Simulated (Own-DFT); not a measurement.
# Response to strain: 2H SiC, 72 atoms (C36Si36)

Calculated, not measured: single-point runs of Own-DFT, a retired in-house plane-wave DFT program that no person has reviewed, on unrelaxed cells, without spin or spin-orbit coupling.

Method: PBE; PseudoDojo norm-conserving scalar-relativistic files; cutoff 42 hartree; 4 x 4 x 3 k mesh centred on Gamma; Fermi-Dirac smearing of 0.1 eV.

Keep in mind: forces on such cells passed a denser k mesh, each cell not checked; stress not checked against mesh or cutoff.

Unstrained cell vectors in Å: (9.248, 0.000, 0.000); (-4.624, 8.009, 0.000); (0.000, 0.000, 10.068). The unstrained cell has measured lattice constants (interpolated for alloys), not those of this functional. That, the random moves and any unrelaxed bonds set the pressure at no strain. A uniform strain is put on this cell, atoms riding along. Each coordinate of each atom was shifted by a normal deviate of width 0.05 Å. Stress is counted positive in tension, P = -(s_xx + s_yy + s_zz)/3, and strain components are those of the symmetric tensor.

| run | e_xx (%) | e_yy (%) | e_zz (%) | e_yz (%) | e_xz (%) | e_xy (%) | s_xx (GPa) | s_yy (GPa) | s_zz (GPa) | s_yz (GPa) | s_xz (GPa) | s_xy (GPa) | P (GPa) | E (meV/atom) |
|---|---|---|---|---|---|---|---|---|---|---|---|---|---|---|
| 1 | -1.40 | 1.60 | 1.07 | -1.55 | 1.57 | 1.95 | -11.00 | 4.09 | -2.21 | -4.51 | 5.01 | 9.10 | 3.04 | 28.3 |
| 2 | -0.10 | -0.91 | 0.90 | -1.83 | 1.71 | 0.15 | -5.75 | -9.99 | -1.87 | -5.92 | 5.18 | 0.22 | 5.87 | 18.3 |
| 3 | -0.82 | -0.06 | -0.24 | -1.69 | 0.52 | -1.71 | -7.66 | -4.01 | -10.93 | -4.65 | 2.30 | -6.64 | 7.54 | 0.0 |
| 4 | -0.25 | -1.58 | -1.38 | 0.72 | 1.55 | -0.92 | -9.44 | -14.00 | -17.25 | 2.22 | 5.95 | -4.84 | 13.56 | 45.5 |
| 5 | -1.81 | 0.22 | 1.55 | -1.38 | 0.73 | -0.35 | -17.14 | -3.78 | 2.52 | -3.23 | 3.20 | -2.67 | 6.14 | 25.0 |
| 6 | 0.16 | -1.55 | -0.58 | -0.61 | -1.76 | -1.13 | -3.18 | -11.75 | -16.20 | -2.89 | -4.62 | -4.31 | 10.37 | 41.3 |
| 7 | 0.66 | 1.31 | 0.26 | -0.43 | 0.59 | 0.33 | 0.68 | 3.39 | -5.70 | -1.18 | 2.43 | 1.34 | 0.54 | 6.1 |
| 8 | 0.88 | 1.60 | -0.46 | -1.17 | -1.81 | 1.53 | 1.13 | 5.97 | -10.81 | -3.11 | -5.91 | 7.00 | 1.24 | 16.1 |
| 9 | 1.05 | -0.33 | 0.76 | -1.39 | 1.49 | 0.10 | 3.30 | -5.09 | -4.46 | -4.49 | 4.24 | 0.85 | 2.08 | 6.7 |
| 10 | 0.62 | -0.14 | 1.89 | 0.78 | -0.74 | 1.72 | -0.21 | -5.17 | 3.77 | 2.16 | -1.62 | 7.66 | 0.54 | 22.7 |
| 11 | -0.06 | -0.61 | -1.62 | -0.27 | 1.64 | -0.76 | -5.07 | -10.11 | -19.95 | -2.52 | 6.01 | -3.26 | 11.71 | 48.1 |
| 12 | -1.54 | 1.97 | 1.47 | 1.17 | 0.73 | -0.36 | -9.55 | 5.24 | 0.58 | 3.96 | 1.64 | -1.39 | 1.24 | 3.1 |
| 13 | 0.90 | -0.13 | 0.90 | -1.25 | 1.62 | 1.87 | 1.78 | -4.97 | -2.78 | -4.40 | 4.86 | 7.11 | 1.99 | 27.8 |
| 14 | -0.72 | 0.27 | -1.54 | -0.09 | -0.75 | 0.71 | -8.37 | -4.34 | -16.69 | 0.24 | -2.59 | 3.02 | 9.80 | 7.4 |
| 15 | -1.46 | -1.48 | -0.61 | 0.16 | 0.05 | 0.66 | -16.75 | -14.00 | -11.09 | 0.21 | 0.24 | 2.25 | 13.95 | 21.2 |
| 16 | -1.12 | -1.50 | 1.17 | 0.77 | -0.34 | 0.78 | -13.33 | -13.45 | -1.88 | 1.35 | -0.60 | 4.55 | 9.55 | 32.2 |
| 17 | -1.78 | 0.59 | -0.35 | -0.03 | -1.83 | -1.22 | -15.90 | -3.48 | -9.00 | -0.23 | -4.93 | -5.52 | 9.46 | 34.3 |
| 18 | 0.12 | -0.40 | 0.29 | -0.26 | 0.38 | -1.49 | ? | ? | ? | ? | ? | ? | ? | ? |

E is the free energy per atom, counted from the lowest run shown.

## Fit

Each stress component was fitted by least squares to a constant and the strains of the runs shown, as fractions, with shears doubled. Shear strains stay in the fit of a normal stress only where such slopes are resolved. The slopes, in GPa:

```
stress,at no strain,per e_xx,per e_yy,per e_zz,scatter
s_xx,-4.3,649 ± 35,114 ± 32,27 ± 33,1.42
s_yy,-4.5,75 ± 23,559 ± 21,28 ± 22,0.94
s_zz,-8.6,-30 ± 35,39 ± 32,629 ± 33,1.42
```

The slope of each shear stress on twice its own strain, from a fit on all six strains: yz 146 ± 9, xz 154 ± 6, xy 214 ± 10 GPa. These are stiffnesses along x, y and z of the frame in which the cell vectors are given, with the crystal's c axis along z: C11, C12, C13 and C33. Hexagonal symmetry asks that xx and yy behave alike, which is a second check on the noise. These are clamped-ion slopes: internal relaxation, where symmetry allows it, would soften some. Symmetry asks for nearly equal slopes across the diagonal; the mismatch is a measure of noise. A ninth of the table's sum, 232 ± 5 GPa, estimates the bulk modulus near the mean pressure of these runs, 6.4 GPa, so it lies above the value at zero pressure.

## Test on the hidden row

The question: what normal stresses and pressure should run 18 give?

The fitted form gives s_xx = -3.8, s_yy = -6.6, s_zz = -7.0 and P = 5.8 GPa. Computed: -4.24, -4.90, -5.69 and P = 4.94 GPa.
